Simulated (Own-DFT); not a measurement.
# Energy and forces against displacement in zincblende InP, 64 atoms (In32P32)

Calculated results; nothing here was measured. They come from Own-DFT, an in-house plane-wave density functional program, since retired, whose code no person has reviewed. Each row is one single-point run on a periodic cell that was not relaxed, without spin or spin-orbit coupling.

Settings of every run: PBE; PseudoDojo norm-conserving scalar-relativistic files; cutoff 36 hartree; 3 x 3 x 3 k mesh centred on Gamma; Fermi-Dirac smearing of 0.1 eV.

Known limits, some of them of some rows only: some atoms lie very close together; forces on such cells moved up to 12 meV/angstrom on a denser k mesh; stress not checked against mesh or cutoff.

Cell vectors in Å: (11.737, 0.000, 0.000); (0.000, 11.737, 0.000); (0.000, 0.000, 11.737). In each run every atom was moved at random and independently from its ideal site; u is the rms move along one axis. E is the free energy for each atom above the fitted value at u = 0, and F the rms of the force components.

```
run   u (Å)  E (meV/atom)  F (eV/Å)  largest force (eV/Å)  P (GPa)
  1  0.0197           5.0     0.227                  0.89     3.20
  2  0.0200           6.0     0.253                  1.01     3.21
  3  0.0208           6.1     0.250                  0.86     3.21
  4  0.0505          34.2     0.586                  2.57     3.57
  5  0.0523             ?         ?                     ?        ?
  6  0.0949         129.1     1.294                  5.09     4.64
  7  0.1005         138.7     1.295                  6.92     4.80
  8  0.1498         462.2     3.596                 25.44     9.25
  9  0.1864         564.2     3.350                 13.31    10.23
```

## Worked fit

For small independent moves the energy grows as E = (3/2) K u², with K the mean stiffness felt by one atom. The runs with u up to 0.11 Å give K = 9.2 ± 0.2 eV/Å², with residuals divided by u² + 0.0006 Å², since the noise grows with the moves. The scatter is 1.3 meV/atom at u = 0.05 Å. The forces follow F = G u with G = 12.4 eV/Å²; no force at u = 0 is resolved. G exceeds K because the moves of its neighbours add to the force on an atom, and stiffness differs between atoms. At u = 0.186 Å the parabola gives 482 meV/atom and the run 564. The pressure follows P = 3.14 + 165 u² GPa: at fixed volume, shortened bonds push harder than stretched ones pull.

## Withheld run

Question: what energy and rms force should run 5 give?

The fit gives 38 ± 2 meV/atom and about 0.65 eV/Å. The calculation gave 47.1 meV/atom and 0.722 eV/Å. This run lies off the fit, by chance or by something that the fit leaves out.
